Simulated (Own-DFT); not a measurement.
# Stretching a layer in its plane: wurtzite GaN, 72 atoms (Ga36N36)

Calculated, not measured: single-point runs of Own-DFT, a retired in-house plane-wave DFT program that no person has reviewed, on unrelaxed cells, without spin or spin-orbit coupling.

All runs used: PBE; PseudoDojo norm-conserving scalar-relativistic files; cutoff 42 hartree; 4 x 4 x 3 k mesh centred on Gamma; Fermi-Dirac smearing of 0.1 eV.

Keep in mind: forces not confirmed at this smearing and k mesh; stress not checked against mesh or cutoff.

Unstrained cell vectors in Å: (9.567, 0.000, 0.000); (-4.784, 8.285, 0.000); (0.000, 0.000, 10.370). The unstrained cell has measured lattice constants (interpolated for alloys), not those of this functional. That, the random moves and any unrelaxed bonds set the pressure at no strain. Each run strains x and y alike by e, as a substrate would, and holds the height along z. Each atom got a random Gaussian move of width 0.05 Å along each axis. Stress is positive in tension.

```
e (%)  u (Å)  (s_xx + s_yy)/2 (GPa)  s_zz (GPa)
-3.00  0.050                 -26.87      -13.11
-2.25  0.049                      ?           ?
-1.75  0.048                 -17.98       -9.92
 0.50  0.051                  -4.82       -7.86
 0.75  0.050                  -3.84       -6.33
 1.50  0.058                  -0.44       -8.03
 1.75  0.049                   1.04       -5.73
 2.25  0.056                   2.99       -6.55
 2.50  0.053                   3.26       -2.40
 3.00  0.051                   5.54       -3.24
```

## Fit

With e as a fraction, the in-plane stress is -7.5 + 537 e - 3555 e² GPa (errors 4 and 270, scatter 0.25), and s_zz is -8.3 + 149 e GPa (slope ± 24, scatter 1.38). At e = 0 the first slope is C11 + C12 and the second 2 C13, both with the ions held to the strained lattice and at the cell's own pressure. The term in e² is negative: the layer stiffens under compression and softens under tension. A free layer would change its height as e changes, and the in-plane slope would drop by 2 C13²/C33 to the biaxial modulus. At fixed height, a misfit of 1 % moves the in-plane stress by about 5.4 GPa and s_zz by 1.5 GPa.

## Prediction

Question: what are the two stresses at e = -2.25 %?

Estimate: -21.4 and -11.6 GPa. The run itself gave -20.17 and -11.75 GPa. That is outside the usual scatter, by luck or through something left out of the fit.
